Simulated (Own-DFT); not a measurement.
# PBE against PBEsol on the same cells

Calculated results; nothing here was measured. They come from Own-DFT, an in-house plane-wave density functional program, since retired, whose code no person has reviewed. Each row is one single-point run on a periodic cell that was not relaxed, without spin or spin-orbit coupling.

Known limits: forces on such cells failed a check on a denser k mesh; stress not checked against mesh or cutoff.

Each cell was run twice at the same cutoff, k mesh and smearing, with PBE and with PBEsol, on PseudoDojo norm-conserving files made for PBE. Atoms were moved at random from their sites; u is the rms move along one axis. Files made for PBEsol would give a somewhat different change.

| cell | atoms | volume (Å³/atom) | u (Å) | cutoff (hartree) | P with PBE (GPa) | P with PBEsol (GPa) | change (GPa) |
|---|---|---|---|---|---|---|---|
| C11b WSi2 with one Si on a W site (Si21W9) | 30 | 13.44 | 0.079 | 50 | 9.00 | 5.16 | -3.84 |
| C11b WSi2 with one Si on a W site (Si21W9) | 30 | 13.44 | 0.048 | 50 | 6.87 | 3.02 | -3.84 |
| C11b WSi2 with one Si on a W site (Si21W9) | 30 | 13.44 | 0.030 | 50 | 5.72 | 1.88 | -3.84 |
| C40 NbSi2 with two Nb vacancies (Nb10Si24) | 34 | 15.50 | 0.085 | 42 | 2.83 | -0.44 | -3.27 |
| C40 NbSi2 with two Nb vacancies (Nb10Si24) | 34 | 15.50 | 0.081 | 42 | 2.57 | -0.71 | -3.28 |
| C40 NbSi2 with two Nb vacancies (Nb10Si24) | 34 | 15.50 | 0.047 | 42 | 0.53 | -2.73 | -3.27 |
| D0_22 TiAl3 with two Al vacancies (Al28Ti10) | 38 | 16.46 | 0.047 | 42 | 1.59 | -0.24 | -1.83 |
| D0_22 TiAl3 with two Al vacancies (Al28Ti10) | 38 | 16.46 | 0.031 | 42 | 1.44 | -0.39 | -1.83 |
| D0_22 TiAl3 with two Al vacancies (Al28Ti10) | 38 | 16.46 | 0.090 | 42 | 3.75 | 1.91 | -1.83 |
| L1_0 TiAl (Al16Ti16) | 32 | 16.06 | 0.147 | 42 | 7.29 | 4.44 | -2.85 |
| L1_0 TiAl (Al16Ti16) | 32 | 16.33 | 0.044 | 42 | -0.31 | -3.08 | -2.77 |
| L1_0 TiAl (Al16Ti16) | 32 | 16.06 | 0.101 | 42 | 4.36 | ? | ? |

## Worked reading

Mean change of pressure by composition, in GPa: Si7W3, -3.84; Nb5Si12, -3.27; AlTi, -2.81; Al14Ti5, -1.83. At a fixed cell PBEsol gives the lower pressure, because it favours a smaller volume than PBE. Here the change varies more between materials than between cells of one material.

## Withheld value

Question: what PBEsol pressure should the Al16Ti16 cell with the blank give?

Adding the mean change of the cells with its composition, -2.81 GPa, to 4.36 gives 1.6 GPa. The calculation gave 1.51 GPa.
